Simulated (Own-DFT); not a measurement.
# Point defects and the pressure they add: C11b WSi2

The numbers are computed, not measured, by runs of the plane-wave DFT program Own-DFT (in-house, retired, unreviewed) at fixed positions, with no spin and no spin-orbit coupling.

Method: PBEsol; PseudoDojo norm-conserving scalar-relativistic files, made for PBE; cutoff 50 hartree; 5 x 5 x 5 k mesh centred on Gamma; cold (Marzari-Vanderbilt) smearing of 0.2 eV.

Known weak points: forces on such cells failed a check on a denser k mesh; stress not checked against mesh or cutoff.

All runs share one cell, with vectors in Å (-2.148, -5.953, 3.409); (-6.444, 2.976, 1.136); (-2.553, -2.948, -6.757) and a volume of 403.2 Å³. u is the rms random offset of the atoms per axis. The defect's site can differ from row to row.

| cell | formula | u (Å) | P (GPa) |
|---|---|---|---|
| no defect | Si20W10 | 0.0243 | 0.38 |
| no defect | Si20W10 | 0.0449 | 0.98 |
| no defect | Si20W10 | 0.0471 | 1.95 |
| one Si vacancy | Si19W10 | 0.0291 | -0.69 |
| one Si vacancy | Si19W10 | 0.0296 | -0.79 |
| one Si vacancy | Si19W10 | 0.0500 | ? |
| one Si vacancy | Si19W10 | 0.0508 | 0.02 |
| one W vacancy | Si20W9 | 0.0267 | -0.27 |
| one W vacancy | Si20W9 | 0.0298 | -0.47 |
| one W vacancy | Si20W9 | 0.0498 | 0.68 |
| one W on a Si site | Si19W11 | 0.0284 | 5.18 |
| one W on a Si site | Si19W11 | 0.0296 | 5.55 |
| one W on a Si site | Si19W11 | 0.0520 | 6.44 |
| one Si on a W site | Si21W9 | 0.0284 | 2.21 |
| one Si on a W site | Si21W9 | 0.0330 | 2.71 |
| one Si on a W site | Si21W9 | 0.0499 | 2.72 |

## Analysis

P = P0 + c u² + a shift for each defect gives P0 = 0.26 GPa, c = 526 ± 100 GPa/Å² and a scatter of 0.31 GPa. The shifts, and each times the cell's volume:

- one W on a Si site: 4.70 ± 0.25 GPa, 11.8 eV
- one Si on a W site: 1.52 ± 0.25 GPa, 3.8 eV
- one W vacancy: -0.99 ± 0.25 GPa, -2.5 eV
- one Si vacancy: -1.50 ± 0.25 GPa, -3.8 eV

Positive is outwards. The product with the volume (160.2 GPa Å³ to the eV) is nearly free of the cell's size; divided by the bulk modulus at the cell's pressure it gives the volume that the defect adds. The atoms around the defects weren't relaxed, which would change these numbers.

## Check

Q: what pressure belongs in the blank (one Si vacancy, u = 0.0500 Å)?

The fit gives 0.07 ± 0.37 GPa. Computed: 0.51 GPa.
